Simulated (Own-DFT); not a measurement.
# Computed records: SiC (4H silicon carbide, atoms displaced), SiC (4H silicon carbide, strained, atoms displaced), GaP (zincblende, strained, atoms displaced)

A calculation, not a measurement: plane-wave PBE density functional theory by an unreviewed code, no spin, of a simulated periodic cell, stress positive in tension, free energy of the whole cell less one offset for each atom, forces on such cells passed a denser k mesh, this cell's mesh not checked; offsets are fitted by least squares, one for each functional and potential file, so energies compare only between cells with the same atoms and settings and are not formation energies; the far tail of each file's local potential was reset to the Coulomb form; each entry is a single point on an unrelaxed cell, so the pressure reflects the starting lattice, mostly measured values (interpolated for alloys), from which strain is counted, and rises with the displacements; printed positions are rounded, which can move forces by about a meV/angstrom; the program, named Own-DFT, is a retired in-house code; no spin-orbit coupling. Program: Own-DFT development build.

Common to all runs: functional PBE; potential files PseudoDojo norm-conserving, scalar-relativistic, standard set; wave cutoff 42 hartree; occupations Fermi-Dirac; smearing width 0.1 eV; hardware one NVIDIA H100.

```json
{"entry": 1, "formula": "SiC", "kind": "4H silicon carbide, atoms displaced", "structure": {"cell_angstrom": [[6.1654, 0.0, 0.0], [-3.0827, 5.3394, 0.0], [0.0, 0.0, 10.0681]], "atoms_fractional": [["Si", 0.99606, 0.02343, 0.40399], ["Si", 0.14571, 0.33466, 0.17407], ["C", 0.98781, 0.01523, 0.10061], ["C", 0.1552, 0.32796, 0.33299], ["Si", 0.99192, 0.51214, 0.41445], ["Si", 0.18014, 0.79717, 0.1728], ["C", 0.00813, 0.51429, 0.10056], ["C", 0.18125, 0.85811, 0.35465], ["Si", 0.49189, 0.98118, 0.40231], ["Si", 0.67603, 0.36407, 0.14344], ["C", 0.55296, 0.02105, 0.10025], ["C", 0.69767, 0.36744, 0.33636], ["Si", 0.52606, 0.48927, 0.41088], ["Si", 0.62775, 0.78779, 0.14898], ["C", 0.49913, 0.46309, 0.09036], ["C", 0.66369, 0.87029, 0.3319], ["Si", 0.97385, 0.9959, 0.92103], ["Si", 0.84569, 0.69006, 0.66092], ["C", 0.00081, 0.01489, 0.58215], ["C", 0.82329, 0.67502, 0.84373], ["Si", 0.99647, 0.48689, 0.89136], ["Si", 0.84646, 0.16124, 0.66297], ["C", 0.99531, 0.51382, 0.60644], ["C", 0.83828, 0.14719, 0.846], ["Si", 0.51143, 0.98743, 0.91797], ["Si", 0.34848, 0.65564, 0.65959], ["C", 0.49867, 0.00612, 0.5899], ["C", 0.34009, 0.67135, 0.84243], ["Si", 0.48914, 0.51959, 0.90383], ["Si", 0.32791, 0.15211, 0.65093], ["C", 0.50286, 0.49785, 0.59591], ["C", 0.29666, 0.14502, 0.84359]]}, "settings": {"k_mesh": "5 x 5 x 3 centred on Gamma"}, "results": {"free_energy_of_cell_above_offsets [eV]": "5.608", "pressure [GPa]": 10.98, "stress_xx [GPa]": -15.01, "stress_yy [GPa]": -5.11, "stress_zz [GPa]": -12.8, "stress_yz [GPa]": -0.59, "stress_xz [GPa]": -1.31, "stress_xy [GPa]": 4.6, "force_element": ["Si", "Si", "C", "C", "Si", "Si", "C", "C", "Si", "Si", "C", "C", "Si", "Si", "C", "C", "Si", "Si", "C", "C", "Si", "Si", "C", "C", "Si", "Si", "C", "C", "Si", "Si", "C", "C"], "force_x [eV/angstrom]": [0.12, 1.22, 1.323, 1.208, 2.778, -2.048, 0.511, -2.263, -0.942, 7.221, -3.987, -1.147, -4.265, 3.641, -9.107, 4.477, 5.236, -0.909, 0.786, 0.701, -0.971, -3.137, 2.241, -3.592, -3.302, -2.888, 2.536, -2.259, 3.616, -0.462, 1.377, 2.285], "force_y [eV/angstrom]": [-2.087, -2.073, -2.684, 3.043, 0.709, 7.472, -2.77, -2.393, 4.016, -4.595, -1.788, -2.617, 2.24, 3.732, 4.199, -4.7, -0.945, -0.893, -0.857, -1.09, 1.682, 1.196, -1.31, 2.363, 2.134, 2.21, -1.398, 0.324, -5.24, 1.192, -0.557, 1.484], "force_z [eV/angstrom]": [-1.858, -8.345, 0.609, 8.921, 0.404, -0.989, -3.542, -0.858, 2.566, 4.612, -1.091, -0.584, -0.677, 1.864, -2.574, 0.45, 0.521, -0.558, 1.55, 0.922, 2.057, -1.389, -0.685, -1.106, -1.48, -1.517, 0.54, 0.17, 0.329, 2.035, -0.51, 0.215], "wall_time [s]": 116.1}}
{"entry": 2, "formula": "SiC", "kind": "4H silicon carbide, strained, atoms displaced", "structure": {"cell_angstrom": [[9.3334, -0.0105, -0.1254], [-4.6757, 8.01, -0.0076], [-0.1365, -0.0884, 10.1938]], "atoms_fractional": [["Si", 0.00306, 0.00074, 0.40942], ["Si", 0.11044, 0.21815, 0.15335], ["C", 0.99754, 0.99905, 0.09307], ["C", 0.1188, 0.2281, 0.33875], ["Si", 0.00134, 0.32756, 0.40349], ["Si", 0.10646, 0.55576, 0.15557], ["C", 0.98748, 0.32774, 0.08894], ["C", 0.11093, 0.55802, 0.34951], ["Si", 0.00442, 0.66648, 0.41097], ["Si", 0.10923, 0.8906, 0.14865], ["C", 0.98918, 0.66481, 0.08078], ["C", 0.11011, 0.88819, 0.34703], ["Si", 0.332, 0.99493, 0.4094], ["Si", 0.44447, 0.21459, 0.15623], ["C", 0.33207, 0.98704, 0.09324], ["C", 0.44624, 0.22839, 0.33971], ["Si", 0.33668, 0.34151, 0.39912], ["Si", 0.44699, 0.55108, 0.15599], ["C", 0.34275, 0.32688, 0.09168], ["C", 0.4463, 0.56361, 0.34055], ["Si", 0.31997, 0.67545, 0.40122], ["Si", 0.45054, 0.88806, 0.15192], ["C", 0.33542, 0.67312, 0.09697], ["C", 0.44119, 0.88277, 0.33917], ["Si", 0.67078, 0.99529, 0.40827], ["Si", 0.78116, 0.22339, 0.16535], ["C", 0.66551, 0.99603, 0.08804], ["C", 0.77536, 0.22579, 0.33873], ["Si", 0.65753, 0.3236, 0.40462], ["Si", 0.77489, 0.56353, 0.15359], ["C", 0.6796, 0.34266, 0.09851], ["C", 0.78256, 0.56031, 0.35035], ["Si", 0.67029, 0.66555, 0.40776], ["Si", 0.78188, 0.88618, 0.1549], ["C", 0.65446, 0.66204, 0.09007], ["C", 0.77684, 0.88592, 0.34706], ["Si", 0.01579, 0.0105, 0.90012], ["Si", 0.89615, 0.78196, 0.66077], ["C", 0.00091, 0.00951, 0.59879], ["C", 0.88776, 0.77262, 0.83926], ["Si", 0.00216, 0.66781, 0.90729], ["Si", 0.89476, 0.44419, 0.66129], ["C", 0.99451, 0.65991, 0.59086], ["C", 0.88376, 0.43799, 0.83877], ["Si", 0.00199, 0.33515, 0.90792], ["Si", 0.89684, 0.12322, 0.66264], ["C", 0.99624, 0.33185, 0.59042], ["C", 0.87935, 0.11008, 0.84507], ["Si", 0.67062, 0.00367, 0.91477], ["Si", 0.54845, 0.77881, 0.65984], ["C", 0.65381, 0.99976, 0.59974], ["C", 0.54549, 0.77021, 0.84551], ["Si", 0.66468, 0.66103, 0.89811], ["Si", 0.55992, 0.44843, 0.65635], ["C", 0.66615, 0.67156, 0.59589], ["C", 0.5493, 0.44244, 0.84719], ["Si", 0.67857, 0.339, 0.91213], ["Si", 0.55598, 0.11158, 0.65493], ["C", 0.65796, 0.32632, 0.59489], ["C", 0.55913, 0.11437, 0.84334], ["Si", 0.33484, 0.99236, 0.9057], ["Si", 0.2159, 0.77865, 0.65819], ["C", 0.33656, 0.00041, 0.59224], ["C", 0.21621, 0.77922, 0.84506], ["Si", 0.3294, 0.65552, 0.9033], ["Si", 0.22953, 0.43706, 0.65982], ["C", 0.33288, 0.66081, 0.58452], ["C", 0.213, 0.44034, 0.83767], ["Si", 0.3346, 0.32742, 0.89196], ["Si", 0.22203, 0.11167, 0.64224], ["C", 0.33778, 0.34607, 0.59617], ["C", 0.21888, 0.11999, 0.83473]]}, "settings": {"k_mesh": "4 x 4 x 3 centred on Gamma"}, "results": {"free_energy_of_cell_above_offsets [eV]": "-6.799", "pressure [GPa]": 0.31, "stress_xx [GPa]": 0.79, "stress_yy [GPa]": -2.53, "stress_zz [GPa]": 0.82, "stress_yz [GPa]": -2.78, "stress_xz [GPa]": -3.02, "stress_xy [GPa]": -1.23, "force_element": ["Si", "Si", "C", "C", "Si", "Si", "C", "C", "Si", "Si", "C", "C", "Si", "Si", "C", "C", "Si", "Si", "C", "C", "Si", "Si", "C", "C", "Si", "Si", "C", "C", "Si", "Si", "C", "C", "Si", "Si", "C", "C", "Si", "Si", "C", "C", "Si", "Si", "C", "C", "Si", "Si", "C", "C", "Si", "Si", "C", "C", "Si", "Si", "C", "C", "Si", "Si", "C", "C", "Si", "Si", "C", "C", "Si", "Si", "C", "C", "Si", "Si", "C", "C"], "force_x [eV/angstrom]": [-0.504, 0.348, 0.637, -1.001, -0.77, 0.173, 2.216, -1.601, -1.308, 0.781, 0.848, 0.148, 0.307, 0.787, -0.88, -0.665, 0.564, -1.547, -2.307, -0.114, 4.289, -0.355, -0.007, 0.055, -1.679, -0.895, 0.557, 1.09, 0.862, 0.517, -0.918, -0.154, -0.965, -1.488, 1.903, 0.838, -2.98, -1.236, 0.234, 0.073, -0.73, -1.45, 0.172, 1.129, -1.045, -1.749, 1.215, 2.255, -1.018, 0.596, 2.991, 0.822, -0.801, 0.081, 0.665, 2.148, -1.851, -0.618, 0.929, -0.363, -0.334, 1.422, -1.202, 1.181, -0.779, -3.556, -1.366, 1.185, -0.938, 0.666, 2.037, 2.452], "force_y [eV/angstrom]": [0.182, 1.332, 0.069, -1.26, 1.054, 0.328, 0.927, -1.659, -0.107, -0.854, 0.48, -0.047, 1.033, 0.55, 1.576, -1.743, 0.781, 0.052, 0.09, -0.396, -1.261, 0.03, -3.022, 2.309, 0.345, -0.438, 0.862, -1.336, 2.243, -0.579, -1.582, -0.916, -0.026, -0.3, 1.153, 0.736, -1.826, -0.614, -1.121, 1.053, -0.664, -0.666, 1.174, 1.469, -0.894, -1.765, 0.446, 0.396, -1.06, -0.277, -0.023, 0.908, 1.194, 0.019, 0.22, -0.233, -1.086, 0.408, 1.298, -0.499, 2.189, -0.831, -0.385, -1.266, 1.698, 2.145, 0.525, -0.428, 1.715, 1.184, -2.61, -2.399], "force_z [eV/angstrom]": [-0.39, -0.412, -0.983, 0.607, 0.478, -0.094, 1.261, -1.953, -0.856, 1.23, 3.126, -0.636, -1.48, -0.646, -0.409, 0.744, 0.915, 0.053, -1.019, 0.371, 1.015, 0.912, -1.4, 0.187, 0.349, -3.017, 2.945, 2.508, 0.768, 1.074, -0.308, -1.213, 0.494, 0.14, -0.501, -0.732, 0.637, -1.658, -1.184, 1.387, -2.056, -1.996, 1.365, 1.515, -0.711, -0.642, 0.254, 0.401, -2.888, -0.752, -1.385, -0.096, 1.146, 0.119, 0.119, -1.34, -0.437, 1.269, -0.593, 0.809, -0.066, -0.653, 0.231, -0.649, 1.103, -1.836, 1.868, 1.432, 2.983, 1.724, -1.91, -0.64], "wall_time [s]": 352.2}}
{"entry": 3, "formula": "GaP", "kind": "zincblende, strained, atoms displaced", "structure": {"cell_angstrom": [[10.862, 0.0, 0.0], [0.0, 10.862, 0.0], [0.0, 0.0, 10.9361]], "atoms_fractional": [["Ga", 0.99903, 0.00116, 0.99995], ["Ga", 0.00226, 0.24925, 0.25097], ["Ga", 0.2557, 0.00166, 0.25271], ["Ga", 0.24569, 0.24305, 0.99775], ["P", 0.12812, 0.12354, 0.12643], ["P", 0.12481, 0.37606, 0.36386], ["P", 0.37757, 0.12548, 0.37142], ["P", 0.37981, 0.36517, 0.12564], ["Ga", 0.0018, 0.00271, 0.49363], ["Ga", 0.00601, 0.24166, 0.75682], ["Ga", 0.25558, 0.99764, 0.7501], ["Ga", 0.24983, 0.2411, 0.50038], ["P", 0.1372, 0.12571, 0.62284], ["P", 0.12336, 0.3842, 0.87529], ["P", 0.37133, 0.13428, 0.86898], ["P", 0.37676, 0.37759, 0.6273], ["Ga", 0.99759, 0.50304, 0.99701], ["Ga", 0.98959, 0.7488, 0.24833], ["Ga", 0.25213, 0.50168, 0.24972], ["Ga", 0.24824, 0.75128, 0.99878], ["P", 0.12112, 0.62439, 0.12563], ["P", 0.11815, 0.87922, 0.37995], ["P", 0.37815, 0.62868, 0.38064], ["P", 0.37572, 0.87859, 0.12704], ["Ga", 0.99766, 0.50371, 0.49836], ["Ga", 0.99688, 0.76019, 0.74463], ["Ga", 0.24151, 0.50978, 0.74062], ["Ga", 0.2524, 0.75467, 0.50331], ["P", 0.12867, 0.63083, 0.62671], ["P", 0.12026, 0.88127, 0.8846], ["P", 0.37953, 0.61864, 0.87133], ["P", 0.375, 0.86759, 0.62508], ["Ga", 0.50155, 0.0014, 0.99738], ["Ga", 0.51031, 0.25092, 0.24812], ["Ga", 0.75578, 0.00292, 0.2497], ["Ga", 0.74505, 0.251, 0.00459], ["P", 0.62101, 0.11816, 0.12717], ["P", 0.62698, 0.3772, 0.37863], ["P", 0.87698, 0.12392, 0.37354], ["P", 0.87448, 0.37765, 0.13311], ["Ga", 0.50373, 0.00103, 0.50079], ["Ga", 0.50655, 0.24715, 0.74356], ["Ga", 0.75043, 0.0031, 0.75328], ["Ga", 0.75505, 0.247, 0.49402], ["P", 0.62887, 0.11923, 0.62818], ["P", 0.62465, 0.37522, 0.8753], ["P", 0.87005, 0.12722, 0.87657], ["P", 0.87281, 0.37935, 0.62354], ["Ga", 0.49609, 0.49161, 0.01116], ["Ga", 0.49681, 0.74968, 0.24873], ["Ga", 0.74622, 0.49952, 0.24669], ["Ga", 0.75531, 0.75342, 0.00416], ["P", 0.62245, 0.62029, 0.13294], ["P", 0.63191, 0.87995, 0.37779], ["P", 0.87094, 0.62714, 0.37317], ["P", 0.87894, 0.87332, 0.12857], ["Ga", 0.49885, 0.50442, 0.4968], ["Ga", 0.50622, 0.74818, 0.75115], ["Ga", 0.75616, 0.50302, 0.75092], ["Ga", 0.75131, 0.74678, 0.50294], ["P", 0.62651, 0.6197, 0.61605], ["P", 0.61701, 0.88411, 0.87956], ["P", 0.871, 0.63017, 0.86825], ["P", 0.87325, 0.87829, 0.62425]]}, "settings": {"k_mesh": "3 x 3 x 3 centred on Gamma"}, "results": {"free_energy_of_cell_above_offsets [eV]": "-33.643", "pressure [GPa]": 3.48, "stress_xx [GPa]": -3.63, "stress_yy [GPa]": -3.68, "stress_zz [GPa]": -3.14, "stress_yz [GPa]": -0.19, "stress_xz [GPa]": 0.14, "stress_xy [GPa]": 0.46, "force_element": ["Ga", "Ga", "Ga", "Ga", "P", "P", "P", "P", "Ga", "Ga", "Ga", "Ga", "P", "P", "P", "P", "Ga", "Ga", "Ga", "Ga", "P", "P", "P", "P", "Ga", "Ga", "Ga", "Ga", "P", "P", "P", "P", "Ga", "Ga", "Ga", "Ga", "P", "P", "P", "P", "Ga", "Ga", "Ga", "Ga", "P", "P", "P", "P", "Ga", "Ga", "Ga", "Ga", "P", "P", "P", "P", "Ga", "Ga", "Ga", "Ga", "P", "P", "P", "P"], "force_x [eV/angstrom]": [-0.457, -0.14, -0.686, 0.03, -0.532, 0.265, 0.561, -1.185, -0.237, -0.136, -0.267, 0.83, -1.748, 0.308, 0.788, -0.354, -0.493, 1.372, 0.418, 0.42, 0.337, 1.086, -0.833, -0.118, 0.459, 0.595, 1.366, -0.661, -1.475, 0.704, -0.425, 0.858, -1.54, -0.432, -0.467, 0.154, 0.879, -0.057, 0.262, 0.111, -0.458, -0.313, 0.009, -0.457, 0.066, 0.122, 0.467, 0.793, 0.491, 0.554, 0.335, -1.085, -0.058, -0.406, 0.006, -0.514, -0.179, -0.095, -1.108, -0.082, 0.202, 1.567, 0.682, -0.097], "force_y [eV/angstrom]": [0.603, -0.064, -0.394, 1.139, -0.165, -0.028, 0.212, 0.125, 0.415, 0.946, -0.247, 1.821, -0.948, -0.844, -0.949, -0.153, 0.036, -0.236, -0.004, -0.38, 0.324, -1.041, 0.096, -0.404, -0.176, -0.339, -1.276, -0.235, 0.639, -0.616, 0.429, 0.983, 0.812, -0.041, -0.472, 0.227, 0.398, -0.297, 0.372, -0.427, -0.286, 0.693, -0.658, 0.385, 0.687, 0.187, -0.089, -1.019, 0.616, 0.521, -0.108, -0.277, 0.821, -0.62, -0.382, 0.919, -0.963, -0.296, -0.499, 0.535, 0.517, -1.404, 0.41, 0.471], "force_z [eV/angstrom]": [0.582, -0.411, 0.105, 0.01, 0.053, 1.731, 0.512, 0.363, 1.401, -0.731, 0.221, -0.921, 0.765, -0.128, 0.252, -0.62, 0.297, 0.691, -0.274, 0.084, -0.022, -1.216, -0.841, -0.52, -0.176, 0.721, 1.212, -0.691, -1.088, -1.533, 0.629, 0.456, 0.409, 0.648, -0.061, 0.142, -0.212, -0.3, -0.212, -1.116, -0.055, 0.418, 0.16, 0.85, -0.872, -0.013, 0.463, 0.167, -1.139, 0.54, 0.97, -0.259, -1.2, -0.371, 0.142, -0.628, 0.366, -0.18, -0.306, -0.341, 1.364, -0.735, 0.746, -0.296], "wall_time [s]": 524.6}}
```
